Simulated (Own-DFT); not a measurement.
# Which defects push the lattice out? 4H SiC

Source: density functional calculations with Own-DFT, an unreviewed in-house program that is no longer used. Nothing was measured or relaxed, and spin and spin-orbit coupling are left out.

All runs used: PBE; PseudoDojo norm-conserving scalar-relativistic files; cutoff 42 hartree; 4 x 4 x 3 k mesh centred on Gamma; Fermi-Dirac smearing of 0.1 eV.

Keep in mind (not all hold for every row): a neutral cation vacancy leaves holes that likely carry spin, which these runs leave out; some atoms lie very close together; not probed for a lower state with spin; forces on such cells failed a check on a denser k mesh; forces on such cells passed a denser k mesh, each cell not checked; stress not checked against mesh or cutoff.

All runs share one cell, with vectors in Å (9.248, 0.000, 0.000); (-4.624, 8.009, 0.000); (0.000, 0.000, 10.068) and a volume of 745.7 Å³. The atoms are randomly displaced, by u rms on each axis. The defect's site can differ from row to row.

| cell | formula | u (Å) | P (GPa) |
|---|---|---|---|
| no defect | C36Si36 | 0.0300 | 3.67 |
| no defect | C36Si36 | 0.0302 | 3.78 |
| no defect | C36Si36 | 0.0595 | 6.29 |
| one Al on a Si site and one N on a C site | AlC35NSi35 | 0.0505 | 5.24 |
| one Al on a Si site and one N on a C site | AlC35NSi35 | 0.0520 | 5.53 |
| one Al on a Si site and one N on a C site | AlC35NSi35 | 0.0539 | 5.61 |
| one Si vacancy | C36Si35 | 0.0298 | 2.90 |
| one Si vacancy | C36Si35 | 0.0316 | 3.15 |
| one Si vacancy | C36Si35 | 0.0333 | 3.34 |
| one C vacancy | C35Si36 | 0.0301 | 3.31 |
| one C vacancy | C35Si36 | 0.0485 | 4.64 |
| one C vacancy | C35Si36 | 0.0519 | 5.06 |
| one Si on a C site | C35Si37 | 0.0460 | 11.40 |
| one Si on a C site | C35Si37 | 0.0483 | 11.03 |
| one Si on a C site | C35Si37 | 0.0485 | 11.49 |
| one Si on a C site | C35Si37 | 0.0495 | ? |

## Fit

P = P0 + c u² + a shift for each defect gives P0 = 2.86 GPa, c = 964 ± 63 GPa/Å² and a scatter of 0.16 GPa. The shifts, and each times the cell's volume:

- one Si on a C site: 6.26 ± 0.13 GPa, 29.2 eV
- one Al on a Si site and one N on a C site: -0.02 ± 0.14 GPa, -0.1 eV (not resolved)
- one C vacancy: -0.43 ± 0.13 GPa, -2.0 eV
- one Si vacancy: -0.69 ± 0.14 GPa, -3.2 eV

Against the defect-free cell, a freed cell would be larger where the shift is positive and smaller where it is negative (160.2 GPa Å³ is 1 eV). The atoms around the defects weren't relaxed, which would change these numbers.

## Withheld run

Asked: what pressure belongs in the blank (one Si on a C site, u = 0.0495 Å)?

Estimate: 11.49 ± 0.19 GPa. The hidden result is 11.79 GPa.
